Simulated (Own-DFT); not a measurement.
# Hybrid less PBE against volume: corundum Al2O3, 78 atoms (Al32O46), with two O vacancies

Calculated, not measured. Each geometry was run twice at fixed positions with Own-DFT, a retired in-house plane-wave program that no person has reviewed: with PBE, and with HSE06 (exact exchange share 0.25 at short range, screening 0.11 per bohr, Gygi-Baldereschi treatment of its divergence). Both used PseudoDojo norm-conserving files made for PBE, a cutoff of 48 hartree, the Gamma point alone, fixed occupations, a neutral cell and no spin. The unstrained cell is 7.9 Å across at its thinnest, so Gamma alone is coarse and defects feel their images. The oxygen file's force components were 24 meV/Å off all-electron values in a glass.

Unstrained cell vectors in Å: (5.494, 0.000, 8.660); (-2.747, 4.758, 8.660); (-2.747, -4.758, 8.660), volume V0 = 679.1 Å³, from measured lattice constants. Each geometry has its own random strain of a few per cent, its own defect sites and random moves of rms u per axis. HSE06 gave the energy alone. D is its energy less that of PBE, over the lowest D shown. The PBE stress wasn't checked against mesh or cutoff.

```
run  V - V0 (Å³)   u (Å)  P with PBE (GPa)  D (eV)
  1          0.9  0.0296              6.66   0.651
  2         17.7  0.0335              1.53   1.354
  3        -15.8  0.0459             15.08   0.166
  4         32.9  0.0314             -3.70   2.009
  5         10.0  0.0298              3.72   1.059
  6         -6.8  0.0489             10.98   0.580
  7        -16.7  0.0280             13.32   0.000
  8          0.7  0.0500              9.05   0.817
  9         -3.7  0.0545             11.27   0.566
 10          2.8  0.0493              7.83   0.874
 11         -7.8  0.0292             10.98   0.324
 12         -9.1  0.0546             13.87   0.448
 13         -0.8  0.0311              7.88       ?
```

## Worked fit

D = 0.60 + 0.0396 (V - V0) + 70 u² eV, with an error of 0.0011 on the volume slope, 18 on the last term and a scatter of 0.05 eV. Pressure is -dE/dV, and 1 eV/Å³ is 160.2 GPa, so HSE06 changes the pressure by -6.3 ± 0.2 GPa. With the ions held to the strained lattice, the PBE pressure falls by 244 ± 8 GPa per unit of volume strain; the shape of the strain isn't fitted, so the true error is larger, and a relaxed crystal would be softer. On that slope HSE06's volume at a given pressure is about 2.6 % smaller, or 0.9 % in lengths. At u = 0 and V0 the PBE pressure is 6.6 GPa, which puts the zero-pressure volume, against the measured cell and with the defects in, at +2.7 % for PBE and +0.1 % for HSE06, each good to a few tenths of a per cent.

## Prediction

Q: what D should run 13 give?

Estimate: 0.64 eV, with rows scattering by 0.05. The calculation gave 0.622 eV.
